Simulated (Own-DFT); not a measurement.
Simulation results for Si3N4 (beta silicon nitride, atoms displaced)

Computed with Own-DFT development build. A calculation, not a measurement: plane-wave PBE density functional theory by an unreviewed code, no spin, of a simulated periodic cell, stress positive in tension, free energy of the whole cell less one offset for each atom, forces on such cells moved up to 12 meV/angstrom on a denser k mesh; offsets are fitted by least squares, one for each functional and potential file, so energies compare only between cells with the same atoms and settings and are not formation energies; the far tail of each file's local potential was reset to the Coulomb form; each entry is a single point on an unrelaxed cell, so the pressure reflects the starting lattice, mostly measured values (interpolated for alloys), from which strain is counted, and rises with the displacements; printed positions are rounded, which can move forces by about a meV/angstrom; the program, named Own-DFT, is a retired in-house code; no spin-orbit coupling; before rounding, a Quantum ESPRESSO 7.3.1 run of the same cell and cutoff gave forces within 1 meV/angstrom rms on each cell, which checks the program and not the settings.

```cif
# cell vector a (Å): 15.2120 0.0000 0.0000
# cell vector b (Å): -7.6060 13.1740 0.0000
# cell vector c (Å): 0.0000 0.0000 5.8180
data_Si3N4
_symmetry_space_group_name_H-M 'P 1'
_symmetry_Int_Tables_number 1
_cell_length_a 15.2120
_cell_length_b 15.2120
_cell_length_c 5.8180
_cell_angle_alpha 90.000
_cell_angle_beta 90.000
_cell_angle_gamma 120.000
_cell_volume 1165.94
loop_
_atom_site_label
_atom_site_type_symbol
_atom_site_fract_x
_atom_site_fract_y
_atom_site_fract_z
_atom_site_occupancy
Si1 Si 0.08527 0.38354 0.13202 1
Si2 Si 0.11648 0.20115 0.12300 1
Si3 Si 0.30429 0.42383 0.11932 1
Si4 Si 0.41324 0.11880 0.36806 1
Si5 Si 0.39093 0.29792 0.38359 1
Si6 Si 0.20390 0.08508 0.38073 1
N1 N 0.16747 0.01539 0.11313 1
N2 N 0.48423 0.14866 0.13298 1
N3 N 0.35484 0.33445 0.12037 1
N4 N 0.33078 0.48187 0.38893 1
N5 N 0.01515 0.35144 0.37872 1
N6 N 0.15043 0.16207 0.35229 1
N7 N 0.16895 0.33157 0.11640 1
N8 N 0.33375 0.17357 0.37394 1
Si7 Si 0.08169 0.38518 0.63357 1
Si8 Si 0.11327 0.20465 0.63432 1
Si9 Si 0.29926 0.41492 0.62613 1
Si10 Si 0.42087 0.11707 0.88111 1
Si11 Si 0.38843 0.30285 0.87202 1
Si12 Si 0.19800 0.08039 0.87382 1
N9 N 0.17179 0.01193 0.61918 1
N10 N 0.49142 0.15846 0.61464 1
N11 N 0.34902 0.33284 0.62602 1
N12 N 0.33935 0.48657 0.87692 1
N13 N 0.01033 0.35348 0.87888 1
N14 N 0.14858 0.16406 0.88628 1
N15 N 0.17358 0.33457 0.61011 1
N16 N 0.33219 0.16734 0.88087 1
Si13 Si 0.07786 0.88603 0.12466 1
Si14 Si 0.11549 0.70112 0.13178 1
Si15 Si 0.29881 0.91751 0.13927 1
Si16 Si 0.41294 0.61886 0.37221 1
Si17 Si 0.38913 0.80297 0.37472 1
Si18 Si 0.20530 0.58447 0.37095 1
N17 N 0.16194 0.51180 0.11270 1
N18 N 0.48453 0.64847 0.12326 1
N19 N 0.34935 0.83523 0.13539 1
N20 N 0.33330 0.98170 0.37759 1
N21 N 0.01015 0.84547 0.36832 1
N22 N 0.14994 0.66891 0.38506 1
N23 N 0.16346 0.82528 0.12284 1
N24 N 0.33705 0.67015 0.37711 1
Si19 Si 0.08144 0.88889 0.62640 1
Si20 Si 0.11715 0.70337 0.63247 1
Si21 Si 0.29553 0.91127 0.64789 1
Si22 Si 0.42052 0.61909 0.86514 1
Si23 Si 0.38550 0.79720 0.88001 1
Si24 Si 0.19534 0.59363 0.86488 1
N25 N 0.16653 0.52080 0.61107 1
N26 N 0.48835 0.65283 0.62841 1
N27 N 0.34987 0.83826 0.63034 1
N28 N 0.33423 0.98061 0.85363 1
N29 N 0.01419 0.84762 0.87360 1
N30 N 0.14260 0.65380 0.87387 1
N31 N 0.16792 0.83607 0.63757 1
N32 N 0.33676 0.67357 0.88128 1
Si25 Si 0.59361 0.38622 0.11875 1
Si26 Si 0.61371 0.19947 0.12214 1
Si27 Si 0.80134 0.41725 0.12367 1
Si28 Si 0.91545 0.12005 0.37939 1
Si29 Si 0.87709 0.29337 0.37707 1
Si30 Si 0.70185 0.08228 0.37908 1
N33 N 0.66816 0.01262 0.12114 1
N34 N 0.98429 0.15182 0.12315 1
N35 N 0.84896 0.33245 0.12561 1
N36 N 0.83486 0.48547 0.37439 1
N37 N 0.51195 0.34859 0.37081 1
N38 N 0.64223 0.16055 0.38496 1
N39 N 0.66729 0.33605 0.13446 1
N40 N 0.83827 0.17298 0.37609 1
Si31 Si 0.58948 0.38468 0.63008 1
Si32 Si 0.61571 0.20474 0.62621 1
Si33 Si 0.80222 0.41727 0.63307 1
Si34 Si 0.91076 0.11257 0.87595 1
Si35 Si 0.88535 0.29993 0.88572 1
Si36 Si 0.69938 0.08886 0.88634 1
N41 N 0.66513 0.01951 0.61806 1
N42 N 0.98298 0.15487 0.63625 1
N43 N 0.85123 0.33482 0.63558 1
N44 N 0.83835 0.48676 0.88714 1
N45 N 0.51845 0.35121 0.85509 1
N46 N 0.64700 0.16724 0.86432 1
N47 N 0.66340 0.33767 0.61721 1
N48 N 0.83173 0.16621 0.87668 1
Si37 Si 0.58275 0.88176 0.12389 1
Si38 Si 0.61649 0.70377 0.11894 1
Si39 Si 0.80012 0.91340 0.12640 1
Si40 Si 0.91749 0.61804 0.36693 1
Si41 Si 0.88507 0.80118 0.37485 1
Si42 Si 0.70143 0.58735 0.36097 1
N49 N 0.66794 0.51864 0.12465 1
N50 N 0.98513 0.64863 0.11287 1
N51 N 0.85287 0.83483 0.12004 1
N52 N 0.83834 0.98399 0.38706 1
N53 N 0.51602 0.84640 0.37549 1
N54 N 0.65018 0.66067 0.37659 1
N55 N 0.66345 0.83341 0.10112 1
N56 N 0.83882 0.66785 0.37525 1
Si43 Si 0.59192 0.88433 0.62750 1
Si44 Si 0.61902 0.70012 0.61695 1
Si45 Si 0.80078 0.91082 0.62494 1
Si46 Si 0.91993 0.61533 0.86751 1
Si47 Si 0.88284 0.79189 0.88061 1
Si48 Si 0.70117 0.58997 0.87143 1
N57 N 0.66546 0.51467 0.63209 1
N58 N 0.98310 0.65107 0.62815 1
N59 N 0.85194 0.83219 0.63304 1
N60 N 0.83027 0.98414 0.88410 1
N61 N 0.51198 0.85140 0.87693 1
N62 N 0.65432 0.66494 0.87217 1
N63 N 0.66658 0.83047 0.61131 1
N64 N 0.83962 0.66433 0.88305 1
_calc_functional 'PBE'
_calc_potential_files 'PseudoDojo norm-conserving, scalar-relativistic, standard set'
_calc_wave_cutoff 42  # hartree
_calc_occupations 'Fermi-Dirac'
_calc_smearing_width 0.1  # eV
_calc_k_mesh '2 x 2 x 4 centred on Gamma'
_calc_free_energy_of_cell_above_offsets '-8.738'  # eV
_calc_pressure 8.03  # GPa
_calc_stress_xx -7.01  # GPa
_calc_stress_yy -6.42  # GPa
_calc_stress_zz -10.64  # GPa
_calc_stress_yz 0.94  # GPa
_calc_stress_xz 0.77  # GPa
_calc_stress_xy 0.96  # GPa
```

Force:
```csv
element,x (eV/Å),y (eV/Å),z (eV/Å)
Si,1.75,-0.813,-0.849
Si,-1.211,1.748,0.251
Si,0.438,-5.287,2.458
Si,-1.682,-0.984,3.006
Si,-4.579,1.202,-1.739
Si,0.117,2.214,-2.523
N,-0.392,-2.479,3.248
N,1.382,0.321,-1.738
N,-1.72,2.152,1.492
N,0.537,3.973,-3.086
N,-1.434,-0.705,0.339
N,-0.458,-0.868,4.865
N,-1.213,1.542,0.037
N,1.595,-4.44,0.252
Si,2.66,0.751,-1.328
Si,2.326,0.045,-1.346
Si,1.022,-1.976,1.414
Si,-3.885,-0.379,-3.127
Si,0.184,-2.204,0.505
Si,1.535,4.461,-1.087
N,-1.455,0.781,0.604
N,-2.626,-1.995,1.429
N,-0.271,1.006,-0.397
N,0.003,2.246,-2.027
N,2.436,0.812,0.477
N,0.602,-1.522,-3.66
N,-3.919,-0.375,1.084
N,1.466,-0.942,-0.39
Si,4.954,-0.497,-0.614
Si,0.064,-0.335,-0.166
Si,-0.929,-3.418,-3.319
Si,0.411,-1.211,0.889
Si,-1.65,-1.262,1.683
Si,-0.988,2.176,-2.271
N,0.23,2.248,0.615
N,1.146,0.327,0.181
N,0.092,0.653,-1.486
N,-0.101,3.253,2.043
N,0.897,1.753,1.735
N,1.939,-1.866,-1.218
N,-1.269,4.136,0.218
N,-0.905,-0.2,-0.142
Si,3.502,-2.765,-0.839
Si,-1.346,1.573,-0.53
Si,-0.663,-3.606,-7.993
Si,-3.826,-0.671,2.031
Si,-2.49,1.388,-0.274
Si,10.58,-5.764,0.386
N,-0.218,-2.659,3.093
N,1.134,0.208,-2.423
N,2.014,-1.335,-0.312
N,0.783,6.767,9.567
N,-1.506,0.41,-0.187
N,-7.967,5.784,1.1
N,-2.136,-1.428,-0.303
N,0.181,-3.811,-0.48
Si,-3.652,-0.107,0.326
Si,0.15,2.024,1.682
Si,-0.646,-2.135,1.792
Si,0.055,-0.204,-0.567
Si,1.41,3.181,0.824
Si,-0.336,3.384,-2.149
N,-0.821,0.253,1.221
N,-0.026,-0.368,0.61
N,-1.745,1.025,1.205
N,0.763,0.657,0.701
N,4.867,2.505,-0.16
N,2.408,-0.566,-2.597
N,2.646,-1.656,-0.738
N,-1.001,-4.625,-0.004
Si,-1.912,1.409,-3.672
Si,-0.43,2.394,-1.729
Si,-1.622,-1.273,-0.902
Si,-1.388,1.255,1.347
Si,-0.491,-2.505,-1.422
Si,1.604,0.488,-2.337
N,0.246,-2.937,3.471
N,0.948,-0.209,-1.285
N,-1.253,0.574,-1.02
N,0.293,-0.076,-2.266
N,-0.968,-0.511,4.555
N,1.189,-1.061,2.86
N,5.775,-1.339,0.584
N,-0.431,0.078,0.238
Si,0.682,0.31,-0.285
Si,-0.11,-0.145,0.526
Si,-1.454,-0.589,0.547
Si,-0.868,-0.536,0.482
Si,0.029,-3.343,0.307
Si,3.718,-0.438,3.575
N,-0.352,-1.462,-1.705
N,1.351,0.29,1.938
N,-1.53,0.788,1.01
N,0.026,0.876,-1.649
N,0.719,0.854,0.729
N,-1.823,1.768,-1.847
N,1.977,-0.142,1.05
N,-2.561,0.493,-0.187
Si,-1.672,0.243,-0.096
Si,-1.185,0.688,1.122
Si,-1.373,-0.194,1.684
Si,-2.834,-0.38,1.48
Si,1.054,-1.123,-0.812
Si,4.693,-1.964,0.047
N,-0.169,1.359,-1.872
N,2.522,0.73,-2.593
N,-0.899,0.707,-0.598
N,0.848,-0.504,-1.774
N,2.524,1.224,-0.848
N,-2.882,2.162,0.171
N,1.467,0.515,0.235
N,-2.67,0.023,-0.357
```
